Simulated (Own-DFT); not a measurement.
# How strain changes the stress of wurtzite GaN, 72 atoms (Ga36N36)

Calculated results; nothing here was measured. They come from Own-DFT, an in-house plane-wave density functional program, since retired, whose code no person has reviewed. Each row is one single-point run on a periodic cell that was not relaxed, without spin or spin-orbit coupling.

Settings of every run: PBE; PseudoDojo norm-conserving scalar-relativistic files (stringent for Ga); cutoff 96 hartree; 4 x 4 x 3 k mesh centred on Gamma; Gaussian smearing of 0.01 eV.

Known limits: forces not confirmed at this smearing and k mesh; stress not checked against mesh or cutoff.

Unstrained cell vectors in Å: (9.567, 0.000, 0.000); (-4.783, 8.285, 0.000); (0.000, 0.000, 10.370). The unstrained cell has measured lattice constants (interpolated for alloys), not those of this functional. That, the random moves and any unrelaxed bonds set the pressure at no strain. Each run strains this cell uniformly, with the atoms carried along. Every atom was also moved at random, by a Gaussian of width 0.05 Å on each axis. Strain is the symmetric tensor, in per cent. Stress is positive in tension, and the pressure is minus a third of its trace.

| run | e_xx (%) | e_yy (%) | e_zz (%) | e_yz (%) | e_xz (%) | e_xy (%) | s_xx (GPa) | s_yy (GPa) | s_zz (GPa) | s_yz (GPa) | s_xz (GPa) | s_xy (GPa) | P (GPa) | E (meV/atom) |
|---|---|---|---|---|---|---|---|---|---|---|---|---|---|---|
| 1 | -0.42 | 0.16 | -1.00 | -0.83 | 0.69 | 1.25 | -8.71 | -6.74 | -12.77 | -1.40 | 1.26 | 3.44 | 9.40 | 15.0 |
| 2 | -1.90 | 0.20 | -1.23 | 0.86 | 1.52 | 0.72 | -16.31 | -9.05 | -14.81 | 2.17 | 2.72 | 1.35 | 13.39 | 31.4 |
| 3 | -0.06 | -0.17 | 0.16 | -1.31 | -0.37 | -1.42 | -6.77 | -8.68 | -6.69 | -3.12 | -1.21 | -3.71 | 7.38 | 21.4 |
| 4 | -1.62 | -1.28 | 0.49 | -1.49 | -0.54 | 1.48 | -14.07 | -17.11 | -6.02 | -3.01 | -1.47 | 5.57 | 12.40 | 34.8 |
| 5 | -0.70 | -0.86 | 1.20 | 1.34 | 1.46 | 1.63 | -10.28 | -9.43 | -4.82 | 1.72 | 3.44 | 6.51 | 8.18 | 24.4 |
| 6 | -1.80 | 1.04 | 0.62 | 1.90 | -1.24 | 0.90 | -14.34 | -3.86 | -5.65 | 3.12 | -2.15 | 3.94 | 7.95 | 27.5 |
| 7 | 1.75 | 1.49 | 1.52 | -0.28 | 1.56 | 0.26 | 2.44 | 2.10 | -0.67 | -0.79 | 2.91 | 0.88 | -1.29 | 8.7 |
| 8 | -0.54 | 0.80 | -0.08 | 1.60 | -1.89 | -0.48 | -8.57 | -6.26 | -6.83 | 4.27 | -3.57 | -1.99 | 7.22 | 19.0 |
| 9 | 1.08 | 0.79 | -0.59 | -0.86 | -0.19 | 1.99 | -2.12 | -3.79 | -8.03 | -1.37 | -0.58 | 5.86 | 4.65 | 8.4 |
| 10 | 1.81 | -1.33 | -1.73 | -1.55 | -0.95 | -1.59 | -1.55 | -10.91 | -18.32 | -3.23 | -1.61 | -4.63 | 10.26 | 36.0 |
| 11 | -0.77 | -0.77 | -1.59 | -0.77 | 0.32 | -1.65 | -12.92 | -10.41 | -17.81 | -2.31 | 0.99 | -3.04 | 13.71 | 37.7 |
| 12 | -0.43 | -0.29 | -0.35 | -0.07 | 0.25 | 1.17 | -8.76 | -9.33 | -8.65 | -0.69 | 0.07 | 3.60 | 8.91 | 6.1 |
| 13 | -1.60 | 0.94 | 0.72 | -1.53 | -0.87 | -0.41 | -13.44 | -4.50 | -3.79 | -2.67 | -2.40 | -0.21 | 7.24 | 20.0 |
| 14 | 1.28 | 0.45 | -0.79 | -0.10 | -0.73 | -0.68 | -0.15 | -5.34 | -10.18 | 0.21 | -1.52 | -1.89 | 5.22 | 1.1 |
| 15 | -0.07 | 1.40 | 1.91 | -0.25 | 0.92 | 0.79 | -3.82 | -0.30 | 1.83 | -1.14 | 1.57 | 1.19 | 0.76 | 0.0 |
| 16 | -1.08 | 0.83 | -1.29 | -1.31 | -0.85 | 0.65 | -10.84 | -5.92 | -14.75 | -2.56 | -1.54 | 2.32 | 10.50 | 28.6 |
| 17 | 1.68 | -1.14 | -1.31 | -0.67 | 0.54 | -1.24 | ? | ? | ? | ? | ? | ? | ? | ? |

E is the free energy for each atom above the lowest run shown.

## Worked fit

Each stress component was fitted by least squares to a constant and the strains of the runs shown, as fractions, with shears doubled. Shear strains stay in the fit of a normal stress only where such slopes are resolved. The slopes, in GPa:

```
stress,at no strain,per e_xx,per e_yy,per e_zz,scatter
s_xx,-6.8,446 ± 17,87 ± 25,63 ± 20,0.79
s_yy,-7.3,116 ± 28,421 ± 41,43 ± 33,1.33
s_zz,-8.2,24 ± 28,94 ± 41,470 ± 33,1.31
```

Each shear stress against twice its own strain: yz 99 ± 7, xz 98 ± 4, xy 143 ± 12 GPa. These are stiffnesses along x, y and z of the frame in which the cell vectors are given, which need not be the crystal's axes. The atoms are held to the strained lattice; where symmetry lets them move under strain, relaxing them would lower some slopes. The table should be nearly symmetric about its diagonal, and what it lacks of that shows the noise. A ninth of its sum, 196 ± 4 GPa, estimates the bulk modulus near the mean pressure of these runs, 7.9 GPa, so it lies above the value at zero pressure.

## Withheld run

Question: what normal stresses and pressure should run 17 give?

The fit gives s_xx = -1.2, s_yy = -10.7, s_zz = -15.0 and P = 8.9 GPa. The calculation gave -4.17, -10.14, -11.51 and P = 8.61 GPa. This run lies off the fit, by chance or by something that the fit leaves out.
